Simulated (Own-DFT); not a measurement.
# Strain and stress in wurtzite AlGaN with randomly placed atoms, 96 atoms (Al12Ga36N48)

These are calculations, not measurements. They come from Own-DFT, an in-house plane-wave density functional program, since retired, whose code no person has reviewed. Each row is one single-point run on a periodic cell that was not relaxed, without spin or spin-orbit coupling.

Settings of every run: PBE; PseudoDojo norm-conserving scalar-relativistic files (stringent for Ga); cutoff 96 hartree; 3 x 4 x 3 k mesh centred on Gamma; Gaussian smearing of 0.01 eV.

Known limits: k mesh not checked against a denser one; stress not checked against mesh or cutoff.

Unstrained cell vectors in Å: (12.679, 0.000, 0.000); (-4.755, 8.235, 0.000); (0.000, 0.000, 10.268). The unstrained cell has measured lattice constants (interpolated for alloys), not those of this functional. That, the random moves and any unrelaxed bonds set the pressure at no strain. Each run strains this cell uniformly, with the atoms carried along. Every atom was also moved at random, by a Gaussian of width 0.05 Å on each axis. The random placing of the alloy's atoms differs from row to row. Strain is the symmetric tensor, in per cent. Stress is positive in tension, and the pressure is minus a third of its trace.

| run | e_xx (%) | e_yy (%) | e_zz (%) | s_xx (GPa) | s_yy (GPa) | s_zz (GPa) | P (GPa) | E (meV/atom) |
|---|---|---|---|---|---|---|---|---|
| 1 | 2.50 | 2.50 | 0.00 | 5.69 | 5.15 | -5.62 | -1.74 | 16.2 |
| 2 | -2.50 | -2.50 | 0.00 | -23.32 | -21.67 | -11.87 | 18.96 | 66.5 |
| 3 | -0.50 | -0.50 | 0.00 | -10.70 | -10.20 | -7.78 | 9.56 | 30.2 |
| 4 | -0.75 | -0.75 | 0.00 | -10.37 | -11.28 | -8.71 | 10.12 | 13.5 |
| 5 | 1.00 | 1.00 | 0.00 | -0.81 | -2.05 | -6.29 | 3.05 | 0.0 |
| 6 | -1.75 | -1.75 | 0.00 | -16.89 | -17.05 | -9.92 | 14.62 | 28.9 |
| 7 | -2.00 | -2.00 | 0.00 | -19.15 | -19.16 | -10.16 | 16.16 | 44.7 |
| 8 | 1.75 | 1.75 | 0.00 | 2.50 | 1.23 | -5.65 | 0.64 | 11.4 |
| 9 | 1.25 | 1.25 | 0.00 | ? | ? | ? | ? | ? |

E is the free energy for each atom above the lowest run shown.

## Worked fit

The change of volume is close to e_xx + e_yy + e_zz. A straight line through the runs shown gives P = 7.83 - 205 x (fractional change of volume) GPa, with an error of 7 on the slope and a scatter of 0.70 GPa. The strain isn't the same on all axes and the cell isn't cubic, so the slope belongs to this path and is not the bulk modulus.

## Withheld run

Question: what pressure should run 9 give? Its volume changes by 2.52 %.

The line gives 2.7 GPa. The calculation gave 2.20 GPa.
